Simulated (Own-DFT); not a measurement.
# Hybrid less PBE against volume: alpha-quartz SiO2, 70 atoms (O46Si24), with two O vacancies

All values are computed. Each geometry was run twice at fixed positions with Own-DFT, a retired in-house plane-wave program that no person has reviewed: with PBE, and with HSE06 (exact exchange share 0.25 at short range, screening 0.11 per bohr, Gygi-Baldereschi treatment of its divergence). Both used PseudoDojo norm-conserving files made for PBE, a cutoff of 48 hartree, the Gamma point alone, fixed occupations, a neutral cell and no spin. The unstrained cell is 8.5 Å across at its thinnest, so Gamma alone is coarse and defects feel their images. The oxygen file's force components were 24 meV/Å off all-electron values in a glass.

Unstrained cell vectors in Å: (9.827, 0.000, 0.000); (-4.913, 8.510, 0.000); (0.000, 0.000, 10.810), volume V0 = 904.1 Å³, from measured lattice constants. Each geometry has its own random strain of a few per cent, its own defect sites and random moves of rms u per axis. HSE06 gave the energy alone. D is its energy less that of PBE, over the lowest D shown. The PBE stress wasn't checked against mesh or cutoff.

```
run,V - V0 (Å³),u (Å),P with PBE (GPa),D (eV)
1,14.3,0.0323,4.90,0.944
2,-6.3,0.0307,8.54,0.518
3,30.8,0.0291,1.61,1.420
4,-5.4,0.0287,7.95,0.522
5,21.0,0.0309,3.46,1.146
6,-13.6,0.0317,10.55,0.273
7,-7.6,0.0289,9.14,0.384
8,-17.4,0.0310,12.01,0.112
9,7.2,0.0290,5.73,0.754
10,-23.8,0.0316,13.39,0.000
11,41.0,0.0298,-0.80,1.710
12,-1.5,0.0275,8.06,0.525
13,39.4,0.0265,-0.51,1.631
14,30.8,0.0297,0.61,?
```

## Fit

D = 0.61 + 0.0261 (V - V0) eV, with an error of 0.0005 on the volume slope and a scatter of 0.04 eV. Pressure is -dE/dV, and 1 eV/Å³ is 160.2 GPa, so HSE06 changes the pressure by -4.2 ± 0.1 GPa. Turning this into a change of volume would need the relaxed stiffness: quartz yields by tilting its tetrahedra, which these fixed-ion runs don't allow.

## Withheld run

The question: what D should run 14 give?

The fit gives 1.41 eV, with rows scattering by 0.04. The run itself gave 1.481 eV.
